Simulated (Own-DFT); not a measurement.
GaP (zincblende, strained, atoms displaced), SiC (4H silicon carbide, atoms displaced), Si3N4 (beta silicon nitride, strained, atoms displaced) (calculated)

A calculation, not a measurement: plane-wave PBE density functional theory by an unreviewed code, no spin, of a simulated periodic cell, stress positive in tension, free energy of the whole cell less one offset for each atom, forces on such cells passed a denser k mesh, this cell's mesh not checked; offsets are fitted by least squares, one for each functional and potential file, so energies compare only between cells with the same atoms and settings and are not formation energies; the far tail of each file's local potential was reset to the Coulomb form; each entry is a single point on an unrelaxed cell, so the pressure reflects the starting lattice, mostly measured values (interpolated for alloys), from which strain is counted, and rises with the displacements; printed positions are rounded, which can move forces by about a meV/angstrom; the program, named Own-DFT, is a retired in-house code; no spin-orbit coupling. Program: Own-DFT development build.

Common to all runs: functional PBE; potential files PseudoDojo norm-conserving, scalar-relativistic, standard set; wave cutoff 42 hartree; occupations Fermi-Dirac; smearing width 0.1 eV; k mesh 3 x 3 x 3 centred on Gamma.

(1) GaP (zincblende, strained, atoms displaced)

```
GaP
1.0
     10.8620     0.0000     0.0000
      0.0000    10.8620     0.0000
      0.0000     0.0000    10.9361
Ga P Ga P Ga P Ga P Ga P Ga P Ga P Ga P
4 4 4 4 4 4 4 4 4 4 4 4 4 4 4 4
Direct
  0.00069 0.99404 0.99108
  0.99679 0.25285 0.24458
  0.24368 0.00497 0.25845
  0.25119 0.24502 0.00109
  0.12628 0.12250 0.12774
  0.13337 0.37570 0.37787
  0.38318 0.12281 0.37181
  0.37269 0.37006 0.11647
  0.99479 0.99403 0.49872
  0.99757 0.24872 0.74500
  0.24307 0.00104 0.74662
  0.25319 0.24477 0.49706
  0.12929 0.12757 0.62544
  0.12823 0.37932 0.87577
  0.38029 0.11797 0.87604
  0.37858 0.36505 0.63075
  0.00060 0.50585 0.00738
  0.00066 0.75425 0.24157
  0.24341 0.49694 0.25304
  0.24967 0.74635 0.99640
  0.12952 0.62106 0.12268
  0.12717 0.87156 0.36966
  0.37575 0.61686 0.37314
  0.38473 0.86881 0.12301
  0.99736 0.49725 0.49826
  0.99649 0.75146 0.74480
  0.24242 0.49831 0.74970
  0.25772 0.74219 0.49594
  0.11713 0.62507 0.61842
  0.13376 0.88127 0.87666
  0.36450 0.62173 0.87914
  0.37213 0.87778 0.62406
  0.50054 0.98938 0.00564
  0.50877 0.23924 0.25556
  0.74906 0.00150 0.25143
  0.75185 0.24897 0.99449
  0.61997 0.12295 0.11912
  0.61945 0.37748 0.37829
  0.87269 0.11524 0.37218
  0.87512 0.37257 0.13417
  0.50540 0.99901 0.49916
  0.49915 0.25959 0.74629
  0.74994 0.00025 0.74678
  0.74017 0.24792 0.49847
  0.62534 0.12725 0.62790
  0.61795 0.38117 0.87814
  0.87116 0.12739 0.87654
  0.87700 0.37555 0.62970
  0.49670 0.49754 0.99857
  0.49891 0.74857 0.24917
  0.74660 0.49377 0.24427
  0.74735 0.75866 0.99279
  0.61639 0.62467 0.12681
  0.62544 0.86902 0.37472
  0.87051 0.62798 0.36903
  0.87290 0.87968 0.12545
  0.50174 0.49899 0.49949
  0.48795 0.74821 0.74675
  0.74783 0.49887 0.75602
  0.75046 0.74708 0.50377
  0.62581 0.62558 0.62784
  0.62664 0.87380 0.88481
  0.87692 0.61728 0.86919
  0.87211 0.87266 0.63447
```

```
hardware                          : one NVIDIA H100
free energy of cell above offsets : -32.921 eV
pressure                          : 3.69 GPa
stress xx                         : -3.89 GPa
stress yy                         : -3.88 GPa
stress zz                         : -3.31 GPa
stress yz                         : 0.58 GPa
stress xz                         : -0.04 GPa
stress xy                         : 0.76 GPa
wall time                         : 522.8 s
```

Force:
| element | x (eV/Å) | y (eV/Å) | z (eV/Å) |
| --- | --- | --- | --- |
| Ga | -0.274 | 0.81 | 1.022 |
| Ga | 1.048 | -1.034 | 1.332 |
| Ga | 1.081 | -0.495 | -0.874 |
| Ga | -0.128 | -0.225 | -0.666 |
| P | -0.637 | 0.169 | -0.632 |
| P | -1.442 | -0.774 | 0.121 |
| P | -0.806 | -0.372 | 0.733 |
| P | 0.421 | 0.144 | 1.687 |
| Ga | 0.66 | 0.007 | 0.337 |
| Ga | 0.568 | 0.238 | 0.928 |
| Ga | 1.266 | 0.363 | 0.251 |
| Ga | 0.567 | 0.14 | 0.15 |
| P | -1.074 | -0.391 | -0.742 |
| P | -1.074 | -1.125 | 0.499 |
| P | -0.21 | 0.314 | -0.362 |
| P | -1.526 | 1.981 | -1.599 |
| Ga | -0.298 | -0.949 | -0.725 |
| Ga | -0.047 | -0.525 | 0.182 |
| Ga | 1.203 | -0.134 | -0.958 |
| Ga | 0.132 | 0.704 | 0.789 |
| P | -0.332 | 0.949 | 0.615 |
| P | -0.239 | -0.282 | 0.979 |
| P | 0.177 | 0.308 | -0.202 |
| P | -2.168 | 0.151 | 0.77 |
| Ga | -0.313 | 0.159 | -0.447 |
| Ga | 0.979 | -0.454 | 1.097 |
| Ga | 0.456 | 0.286 | -0.645 |
| Ga | -0.661 | 0.442 | 0.239 |
| P | 0.893 | 0.159 | 0.296 |
| P | -1.002 | -1.344 | -0.514 |
| P | 0.97 | -0.243 | -1.183 |
| P | -0.058 | -0.083 | -0.406 |
| Ga | -0.043 | 0.943 | -0.698 |
| Ga | -0.524 | 1.328 | -1.055 |
| Ga | -0.768 | -0.358 | -0.598 |
| Ga | -0.722 | 0.618 | 0.849 |
| P | 1.069 | 0.043 | 0.4 |
| P | 0.707 | -0.539 | -0.689 |
| P | 0.246 | 1.543 | 0.558 |
| P | -0.423 | 0.409 | -1.843 |
| Ga | -0.139 | -0.167 | 0.206 |
| Ga | 0.85 | -1.829 | 1.663 |
| Ga | -0.535 | 0.147 | 1.004 |
| Ga | 1.258 | 0.192 | 0.036 |
| P | -0.375 | -0.267 | 0.004 |
| P | 0.987 | -0.833 | -0.368 |
| P | 0.831 | -0.572 | -0.819 |
| P | -1.004 | -0.156 | -0.91 |
| Ga | -0.555 | 0.676 | 0.627 |
| Ga | -0.009 | -0.329 | 0.62 |
| Ga | -0.524 | 0.912 | 0.662 |
| Ga | 1.197 | -1.946 | 1.336 |
| P | 1.104 | -0.253 | -0.786 |
| P | 0.18 | 0.341 | 0.159 |
| P | 0.449 | -0.462 | 0.115 |
| P | 0.097 | -0.34 | -0.669 |
| Ga | -0.49 | 0.076 | 0.934 |
| Ga | 0.641 | -0.024 | 0.829 |
| Ga | -0.165 | -0.249 | -0.639 |
| Ga | 0.037 | 0.115 | -0.241 |
| P | -0.407 | -0.211 | 0.067 |
| P | -1.062 | 0.657 | -2.547 |
| P | 0.045 | 1.252 | 1.085 |
| P | -0.089 | 0.385 | -1.361 |

(2) SiC (4H silicon carbide, atoms displaced)

```
SiC
1.0
     12.3308     0.0000     0.0000
     -6.1654    10.6788     0.0000
      0.0000     0.0000    10.0681
Si C Si C Si C Si C Si C Si C Si C Si C Si C Si C Si C Si C Si C Si C Si C Si C Si C Si C Si C Si C Si C Si C Si C Si C Si C Si C Si C Si C Si C Si C Si C Si C
2 2 2 2 2 2 2 2 2 2 2 2 2 2 2 2 2 2 2 2 2 2 2 2 2 2 2 2 2 2 2 2 2 2 2 2 2 2 2 2 2 2 2 2 2 2 2 2 2 2 2 2 2 2 2 2 2 2 2 2 2 2 2 2
Direct
  0.00008 0.99906 0.40982
  0.07882 0.16359 0.15593
  0.00501 0.00302 0.09546
  0.08235 0.16707 0.34452
  0.99895 0.24860 0.41256
  0.08105 0.41774 0.15616
  0.00285 0.25205 0.09358
  0.08396 0.41810 0.34090
  0.00054 0.49971 0.40605
  0.08352 0.66657 0.15657
  0.99862 0.49904 0.09166
  0.08431 0.66681 0.34771
  0.99865 0.74882 0.40919
  0.08554 0.91287 0.15597
  0.99757 0.75008 0.09285
  0.08431 0.91957 0.34882
  0.25111 0.99592 0.40432
  0.33167 0.16484 0.16613
  0.25439 0.00400 0.09137
  0.33682 0.16855 0.34677
  0.25367 0.25440 0.41132
  0.33033 0.41918 0.15608
  0.24996 0.24823 0.09750
  0.33432 0.41819 0.34561
  0.24905 0.50089 0.40491
  0.33157 0.66687 0.16082
  0.25020 0.50130 0.09762
  0.33280 0.66603 0.34050
  0.24251 0.74660 0.40733
  0.33391 0.91627 0.15696
  0.24981 0.75246 0.09678
  0.33584 0.91662 0.34675
  0.49959 0.99739 0.40555
  0.58303 0.16857 0.15662
  0.49955 0.99970 0.09169
  0.58254 0.16517 0.34524
  0.49729 0.24948 0.40525
  0.58308 0.41676 0.14889
  0.49831 0.25004 0.09574
  0.58661 0.41512 0.35050
  0.50298 0.50080 0.40937
  0.58114 0.66653 0.16134
  0.49983 0.49875 0.09687
  0.58505 0.66463 0.34095
  0.50034 0.75313 0.41082
  0.58764 0.91843 0.16277
  0.49921 0.75118 0.09304
  0.58592 0.92111 0.33842
  0.74829 0.99921 0.40749
  0.82977 0.16685 0.15532
  0.74969 0.00083 0.09865
  0.83624 0.17006 0.34688
  0.74867 0.24680 0.40076
  0.83506 0.41240 0.15075
  0.74981 0.25289 0.09456
  0.83547 0.41703 0.34230
  0.74938 0.49824 0.41070
  0.83841 0.66995 0.15398
  0.75251 0.50179 0.09007
  0.83172 0.66476 0.34830
  0.74854 0.74886 0.40612
  0.83073 0.91388 0.15470
  0.74961 0.75214 0.09292
  0.83312 0.91701 0.34683
  0.00104 0.99978 0.90559
  0.91693 0.83607 0.66047
  0.99920 0.99992 0.58844
  0.91710 0.82915 0.84410
  0.99762 0.74618 0.91015
  0.92395 0.58822 0.65962
  0.00490 0.75511 0.59074
  0.91524 0.58111 0.84317
  0.00272 0.50066 0.90407
  0.91549 0.33575 0.65173
  0.00451 0.50564 0.59753
  0.91421 0.32982 0.84651
  0.99900 0.25307 0.90639
  0.91473 0.08382 0.65928
  0.99831 0.24983 0.59359
  0.91269 0.07580 0.84286
  0.75342 0.99953 0.90725
  0.66720 0.83408 0.66044
  0.75232 0.00376 0.59311
  0.67093 0.83647 0.83926
  0.74929 0.74860 0.90634
  0.66862 0.58341 0.65734
  0.74873 0.74908 0.59096
  0.66823 0.58478 0.83919
  0.75146 0.50063 0.90460
  0.66729 0.33195 0.66098
  0.75376 0.50062 0.59272
  0.66684 0.33192 0.84467
  0.75263 0.25207 0.90515
  0.66843 0.08350 0.65398
  0.74878 0.24539 0.59127
  0.66909 0.08340 0.84911
  0.49805 0.99973 0.90576
  0.41624 0.83531 0.65291
  0.50186 0.99985 0.59235
  0.41932 0.84021 0.84383
  0.49415 0.74670 0.90260
  0.42380 0.58810 0.65551
  0.50260 0.74826 0.59406
  0.41674 0.58318 0.84393
  0.49666 0.50007 0.90476
  0.41450 0.33356 0.65815
  0.50241 0.50065 0.59359
  0.41535 0.32804 0.84692
  0.50028 0.25280 0.90357
  0.41624 0.08393 0.65659
  0.49914 0.25228 0.59271
  0.41845 0.08411 0.84044
  0.25147 0.99947 0.91127
  0.16805 0.83566 0.65565
  0.24984 0.99828 0.59322
  0.16671 0.83309 0.84557
  0.25285 0.75217 0.90367
  0.16473 0.58408 0.65913
  0.24957 0.74961 0.59487
  0.16628 0.57881 0.83905
  0.24371 0.49986 0.90150
  0.17026 0.33727 0.66076
  0.25049 0.50222 0.59601
  0.16576 0.33266 0.84408
  0.24976 0.25101 0.90555
  0.16693 0.08253 0.66007
  0.25986 0.25719 0.59924
  0.16234 0.08201 0.83985
```

```
hardware                          : one NVIDIA H200
free energy of cell above offsets : -18.995 eV
pressure                          : 3.78 GPa
stress xx                         : -3.26 GPa
stress yy                         : -2.68 GPa
stress zz                         : -5.41 GPa
stress yz                         : -0.14 GPa
stress xz                         : -0.43 GPa
stress xy                         : -0.24 GPa
wall time                         : 560.9 s
```

Force:
| element | x (eV/Å) | y (eV/Å) | z (eV/Å) |
| --- | --- | --- | --- |
| Si | -0.546 | 0.637 | -1.481 |
| Si | 1.01 | 1.217 | 0.609 |
| C | -0.649 | -1.687 | -0.618 |
| C | 0.454 | 0.006 | 0.753 |
| Si | 0.412 | 0.536 | -1.668 |
| Si | 0.865 | -0.274 | -0.036 |
| C | -1.159 | -0.428 | -0.222 |
| C | -0.162 | -0.409 | 1.134 |
| Si | -0.11 | -0.161 | 0.157 |
| Si | -0.238 | -0.146 | 0.195 |
| C | 0.541 | 0.683 | -0.256 |
| C | -1.281 | -0.381 | -1.047 |
| Si | -0.199 | 0.43 | -0.686 |
| Si | -0.795 | 1.574 | 0.53 |
| C | 1.494 | -0.026 | 0.406 |
| C | 0.711 | -1.17 | -1.217 |
| Si | -0.659 | 1.148 | 0.84 |
| Si | 0.016 | 1.003 | -1.927 |
| C | -0.258 | -1.051 | 1.603 |
| C | -1.132 | -1.002 | 0.639 |
| Si | -0.489 | -0.69 | -0.688 |
| Si | 1.292 | -1.085 | 0.456 |
| C | -0.615 | 0.304 | -0.506 |
| C | 0.106 | 0.245 | 0.068 |
| Si | 0.406 | -0.188 | 0.482 |
| Si | 0.484 | 0.408 | -1.472 |
| C | -1.028 | 0.255 | -1.455 |
| C | -0.24 | 0.669 | 2.044 |
| Si | 2.151 | 0.831 | 0.106 |
| Si | 0.302 | 0.676 | 0.009 |
| C | 0.121 | -0.797 | -0.892 |
| C | -0.531 | -0.852 | -0.599 |
| Si | 0.02 | 1.013 | 0.089 |
| Si | -0.202 | -0.524 | -0.106 |
| C | 0.325 | 0.182 | 0.782 |
| C | -0.322 | -0.122 | -0.329 |
| Si | 1.502 | 0.41 | 0.674 |
| Si | 0.593 | 0.102 | 1.916 |
| C | 0.113 | -0.198 | -0.607 |
| C | -1.015 | 0.283 | -1.557 |
| Si | -0.097 | -0.468 | -0.869 |
| Si | 0.247 | -0.074 | -1.786 |
| C | -0.769 | 0.64 | -0.963 |
| C | -1.028 | 0.644 | 1.684 |
| Si | 0.548 | -0.703 | -1.666 |
| Si | -1.283 | -0.481 | -2.964 |
| C | 0.06 | -0.128 | 0.244 |
| C | -0.027 | -1.074 | 2.753 |
| Si | 0.809 | 0.777 | -0.303 |
| Si | 1.214 | 0.438 | 0.6 |
| C | 0.576 | -0.055 | -1.013 |
| C | -0.193 | -1.104 | -0.777 |
| Si | -0.227 | 0.942 | 0.913 |
| Si | -1.361 | 1.704 | 1.341 |
| C | 0.191 | -1.255 | -0.688 |
| C | -0.241 | -0.212 | 0.044 |
| Si | 0.678 | 0.025 | -1.018 |
| Si | -1.794 | -1.151 | 1.164 |
| C | 0.105 | -0.156 | 0.279 |
| C | 0.409 | 0.346 | -0.948 |
| Si | 0.39 | 0.395 | -0.11 |
| Si | 0.742 | 1.219 | 0.899 |
| C | 0.227 | -0.932 | 0.03 |
| C | 0.012 | -0.352 | -0.56 |
| Si | -0.147 | -0.605 | 0.48 |
| Si | 0.231 | -0.638 | -1.453 |
| C | 0.039 | 0.573 | 2.379 |
| C | -0.422 | 0.626 | 0.711 |
| Si | 0.47 | 0.503 | -1.257 |
| Si | -1.384 | -0.069 | -1.094 |
| C | -0.558 | -0.631 | 1.465 |
| C | 0.811 | 0.446 | 0.555 |
| Si | -0.743 | -0.572 | 0.181 |
| Si | 0.33 | -0.49 | 0.79 |
| C | -0.499 | -1.159 | -0.914 |
| C | 0.195 | 1.448 | -1.117 |
| Si | 0.856 | -1.531 | 0.133 |
| Si | 0.689 | -0.11 | -1 |
| C | 0.66 | 0.6 | 1.265 |
| C | 0.585 | 1.848 | 0.619 |
| Si | -1.408 | -0.196 | 0.452 |
| Si | 0.651 | 0.394 | -1.747 |
| C | -0.244 | -1.217 | 0.123 |
| C | -0.819 | -1.057 | 1.886 |
| Si | -0.108 | 0.324 | -0.319 |
| Si | 0.207 | 0.073 | -1.095 |
| C | 0.181 | 0.36 | 0.962 |
| C | -0.396 | -0.656 | 1.423 |
| Si | -0.552 | -0.271 | -0.081 |
| Si | -0.192 | 0.131 | -1.658 |
| C | 0.217 | -0.037 | 1.402 |
| C | -0.091 | 0.521 | 0.338 |
| Si | -0.742 | -1.11 | 0.515 |
| Si | -0.196 | -0.231 | 1.159 |
| C | -0.469 | 1.323 | 0.032 |
| C | -0.339 | 0.012 | -0.903 |
| Si | 0.929 | 1.285 | 0.356 |
| Si | 0.498 | -0.321 | 0.511 |
| C | -0.296 | 0.13 | -0.035 |
| C | 0.084 | -1.986 | -0.746 |
| Si | 1.182 | 1.514 | 0.886 |
| Si | -0.932 | -1.607 | -0.021 |
| C | -0.906 | 1.44 | 0.222 |
| C | -0.907 | -0.246 | -0.351 |
| Si | 1.23 | -0.295 | 0.687 |
| Si | 2.216 | 0.919 | 0.367 |
| C | -0.158 | 0.083 | 0.706 |
| C | -1.056 | 1.711 | -0.692 |
| Si | 0.846 | -1.332 | 1.114 |
| Si | 0.197 | 0.19 | -0.755 |
| C | 0.473 | -0.437 | 0.58 |
| C | -0.549 | 0.049 | 0.954 |
| Si | -0.362 | 0.543 | -1.855 |
| Si | 0.045 | -0.195 | 0.363 |
| C | 0.045 | 0.68 | -0.015 |
| C | -0.176 | -0.246 | 0.124 |
| Si | -0.375 | -0.319 | 0.591 |
| Si | 1.405 | 0.164 | -1.328 |
| C | -0.121 | 0.075 | -0.05 |
| C | -1.189 | 1.766 | 1.288 |
| Si | 2.322 | -0.461 | 1.505 |
| Si | -0.325 | -0.484 | -1.268 |
| C | 0.294 | 0.341 | -0.328 |
| C | -0.219 | 0.251 | 0.491 |
| Si | 0.101 | -0.889 | 0.99 |
| Si | -0.067 | 0.319 | -1.774 |
| C | -2.692 | -1.92 | -0.767 |
| C | 1.172 | 0.272 | 1.607 |

(3) GaP (zincblende, strained, atoms displaced)

```
GaP
1.0
     10.8620     0.0000     0.0000
      0.0000    10.8620     0.0000
      0.0000     0.0000    10.9439
Ga P Ga P Ga P Ga P Ga P Ga P Ga P Ga P
4 4 4 4 4 4 4 4 4 4 4 4 4 4 4 4
Direct
  0.99779 0.99734 0.99665
  0.00139 0.24812 0.25162
  0.24611 0.00029 0.25189
  0.24712 0.24690 0.00226
  0.12393 0.12525 0.12476
  0.12118 0.37014 0.37633
  0.37303 0.12695 0.37292
  0.37731 0.37407 0.12480
  0.00258 0.00032 0.49452
  0.99611 0.25133 0.74767
  0.24693 0.00466 0.75180
  0.25341 0.24948 0.50024
  0.12276 0.12642 0.62327
  0.12128 0.36868 0.87744
  0.38255 0.12266 0.87347
  0.37338 0.37683 0.62636
  0.99774 0.50204 0.99968
  0.00286 0.75277 0.25220
  0.24775 0.50507 0.24860
  0.25328 0.74667 0.99672
  0.12392 0.63141 0.12480
  0.12549 0.87415 0.37116
  0.36959 0.62686 0.37416
  0.37173 0.87477 0.12055
  0.00009 0.50102 0.49830
  0.00299 0.75619 0.74965
  0.24986 0.50337 0.75453
  0.25199 0.74762 0.50213
  0.12362 0.62662 0.62459
  0.12440 0.88102 0.87224
  0.37448 0.62656 0.87596
  0.37601 0.87769 0.62454
  0.49335 0.00066 0.99990
  0.50046 0.25332 0.25027
  0.75084 0.00338 0.24458
  0.75074 0.24788 0.00467
  0.62480 0.12618 0.12732
  0.62756 0.37250 0.37117
  0.87662 0.12334 0.37202
  0.87865 0.37590 0.12422
  0.49742 0.00525 0.49739
  0.49843 0.24978 0.75075
  0.74969 0.99395 0.75320
  0.75703 0.25258 0.49965
  0.62336 0.12705 0.62586
  0.62742 0.37538 0.87498
  0.87603 0.12314 0.87380
  0.87802 0.37339 0.62533
  0.49727 0.49665 0.00040
  0.50216 0.75262 0.24607
  0.74726 0.49788 0.25054
  0.75181 0.75245 0.99705
  0.62647 0.62633 0.12744
  0.62658 0.87917 0.38111
  0.87446 0.62237 0.37266
  0.87793 0.87109 0.12680
  0.50215 0.49761 0.49441
  0.49815 0.75098 0.75339
  0.75141 0.49868 0.75151
  0.74530 0.75236 0.50242
  0.62847 0.62610 0.62723
  0.61976 0.87388 0.87655
  0.87884 0.62546 0.87403
  0.87785 0.87448 0.62484
```

```
hardware                          : one NVIDIA H100
free energy of cell above offsets : -35.186 eV
pressure                          : 3.1 GPa
stress xx                         : -3.25 GPa
stress yy                         : -3.28 GPa
stress zz                         : -2.75 GPa
stress yz                         : 0.2 GPa
stress xz                         : -0.15 GPa
stress xy                         : -0.03 GPa
wall time                         : 503 s
```

Force:
| element | x (eV/Å) | y (eV/Å) | z (eV/Å) |
| --- | --- | --- | --- |
| Ga | 0.084 | 0.255 | 0.519 |
| Ga | -0.195 | 0.135 | -0.358 |
| Ga | 0.36 | 0.065 | -0.541 |
| Ga | 0.639 | -0.002 | -0.29 |
| P | -0.199 | -0.456 | -0.003 |
| P | 0.737 | 0.665 | -0.116 |
| P | 0.143 | -0.051 | -0.177 |
| P | -0.762 | 0.127 | 0.109 |
| Ga | -0.151 | -0.142 | 0.393 |
| Ga | 0.392 | -0.49 | 0.244 |
| Ga | 0.438 | -0.034 | -0.486 |
| Ga | -0.417 | 0.19 | 0.162 |
| P | 0.197 | 0.028 | -0.008 |
| P | 0.327 | 0.742 | -0.195 |
| P | -1.293 | 0.582 | 0.119 |
| P | 0.239 | 0.106 | -0.046 |
| Ga | 0.481 | -0.077 | 0.127 |
| Ga | -0.467 | -0.529 | -0.018 |
| Ga | -0.211 | -0.679 | 0.04 |
| Ga | -0.749 | 0.657 | 0.077 |
| P | 0.039 | -0.551 | -0.331 |
| P | 0.309 | -0.072 | 0.87 |
| P | 0.965 | -0.1 | -0.168 |
| P | 0.046 | 0.142 | 0.644 |
| Ga | 0.006 | -0.085 | 0.096 |
| Ga | -0.114 | -0.47 | -0.042 |
| Ga | -0.474 | -0.47 | -0.272 |
| Ga | -0.21 | 0.494 | 0.054 |
| P | 0.099 | -0.157 | 0.227 |
| P | 0.458 | -0.71 | 0.486 |
| P | 0.338 | -0.471 | -0.084 |
| P | -0.276 | -0.015 | 0.157 |
| Ga | 0.852 | -0.153 | 0.415 |
| Ga | -0.094 | -0.404 | -0.038 |
| Ga | 0.04 | -0.607 | 0.529 |
| Ga | 0.203 | 0.203 | -0.462 |
| P | -0.503 | -0.179 | -0.407 |
| P | -0.007 | 0.002 | 0.623 |
| P | -0.207 | 0.126 | 0.129 |
| P | -0.395 | -0.144 | 0.347 |
| Ga | 0.19 | -0.085 | 0.357 |
| Ga | 0.387 | 0.42 | -0.234 |
| Ga | -0.156 | 0.444 | -0.402 |
| Ga | -0.572 | -0.542 | 0.013 |
| P | 0.527 | -0.119 | -0.157 |
| P | -0.227 | -0.231 | 0.234 |
| P | -0.465 | 0.135 | 0.12 |
| P | -0.313 | 0.733 | -0.126 |
| Ga | 0.591 | 0.437 | -0.025 |
| Ga | -0.208 | 0.181 | 0.602 |
| Ga | 0.5 | 0.164 | -0.411 |
| Ga | -0.126 | -0.366 | 0.237 |
| P | -0.088 | -0.211 | -0.635 |
| P | -0.264 | 0.033 | -1.028 |
| P | -0.176 | 0.526 | 0.3 |
| P | -0.348 | 0.511 | -0.331 |
| Ga | -0.159 | 0.371 | 0.443 |
| Ga | 0.083 | -0.112 | -0.654 |
| Ga | 0.172 | 0.125 | -0.148 |
| Ga | 0.792 | -0.276 | -0.134 |
| P | -0.686 | -0.351 | -0.053 |
| P | 0.404 | 0.183 | 0.261 |
| P | -0.255 | 0.296 | -0.232 |
| P | -0.27 | 0.26 | -0.321 |

(4) Si3N4 (beta silicon nitride, strained, atoms displaced)

```
Si3N4
1.0
      7.5666     0.0511     0.1053
     -3.7391     6.4695    -0.0816
      0.1208    -0.0384     8.6756
Si N Si N Si N
6 8 6 8 6 8
Direct
  0.17418 0.76786 0.08700
  0.22749 0.39897 0.08827
  0.59392 0.84200 0.08487
  0.82507 0.23626 0.24919
  0.76708 0.59786 0.25213
  0.39573 0.17960 0.24844
  0.32566 0.02535 0.08267
  0.97145 0.29933 0.08706
  0.70045 0.67525 0.09116
  0.67137 0.96886 0.25397
  0.03713 0.71036 0.25403
  0.29423 0.32150 0.24673
  0.32661 0.66609 0.07438
  0.65099 0.32688 0.25014
  0.17724 0.76846 0.40581
  0.23781 0.41039 0.41879
  0.61088 0.83725 0.42131
  0.83085 0.23637 0.58473
  0.76448 0.58120 0.57829
  0.40625 0.17380 0.58565
  0.32369 0.02505 0.40556
  0.98553 0.32028 0.41887
  0.69140 0.65646 0.41173
  0.67515 0.96765 0.57850
  0.02515 0.69275 0.57645
  0.29566 0.33995 0.58108
  0.33224 0.67496 0.40999
  0.67017 0.33724 0.59161
  0.17186 0.76167 0.73717
  0.22587 0.40957 0.75405
  0.59429 0.82997 0.74944
  0.82218 0.22991 0.91389
  0.76219 0.58346 0.91455
  0.40517 0.17055 0.91926
  0.32146 0.01400 0.74972
  0.96417 0.29364 0.74851
  0.70546 0.66700 0.74820
  0.65636 0.95914 0.92356
  0.04336 0.71573 0.92731
  0.30338 0.35129 0.91258
  0.33874 0.67934 0.74548
  0.65849 0.33040 0.92439
```

```
free energy of cell above offsets : -2.881 eV
pressure                          : 14.53 GPa
stress xx                         : -11.62 GPa
stress yy                         : -16.52 GPa
stress zz                         : -15.46 GPa
stress yz                         : 0 GPa
stress xz                         : 1.89 GPa
stress xy                         : 2.95 GPa
```

Force:
| element | x (eV/Å) | y (eV/Å) | z (eV/Å) |
| --- | --- | --- | --- |
| Si | -0.036 | -0.15 | -0.297 |
| Si | -0.435 | 2.578 | -1.139 |
| Si | 0.178 | -5.407 | 2.533 |
| Si | -0.529 | 0.062 | 1.814 |
| Si | 1.812 | -0.806 | -2.828 |
| Si | 3.372 | -3.276 | -0.434 |
| N | 0.147 | 2.205 | 0.183 |
| N | -1.242 | -0.713 | -1.834 |
| N | -0.293 | -0.041 | -1.784 |
| N | 0.265 | 2.099 | 0.345 |
| N | -3.013 | -2.003 | -1.758 |
| N | -3.086 | 2.328 | 0.822 |
| N | 2.217 | -0.217 | 1.258 |
| N | 2.533 | 1.509 | 0.155 |
| Si | -0.695 | -0.046 | 2.656 |
| Si | -0.464 | 1.849 | -1.483 |
| Si | -2.19 | -3.979 | -3.348 |
| Si | 0.207 | -0.22 | -1.707 |
| Si | -0.708 | 4.347 | 0.024 |
| Si | -1.015 | -0.796 | -1.187 |
| N | 0.161 | 2.573 | 2.803 |
| N | -2.873 | -2.179 | -0.718 |
| N | -1.234 | 1.14 | 3.585 |
| N | 0.189 | 2.859 | 3.508 |
| N | 0.287 | 0.26 | -0.123 |
| N | 2.652 | -1.855 | 1.594 |
| N | 4.122 | -0.649 | 0.489 |
| N | -0.234 | -4.458 | -0.214 |
| Si | -1.991 | -0.816 | 2.56 |
| Si | 0.392 | 1.44 | -1.383 |
| Si | 1.191 | -1.585 | 0.234 |
| Si | 0.139 | -0.423 | 2.342 |
| Si | 0.547 | 4.355 | 1.788 |
| Si | -2.187 | -0.705 | -0.915 |
| N | 0.185 | 4.824 | -0.64 |
| N | 0.406 | 0.411 | 0.843 |
| N | -1.352 | 0.817 | 0.121 |
| N | 0.59 | 4.257 | -3.766 |
| N | -3.097 | -2.732 | -4.133 |
| N | 2.813 | -2.945 | 0.964 |
| N | 0.652 | -2.556 | -0.307 |
| N | 1.619 | -1.355 | -0.623 |
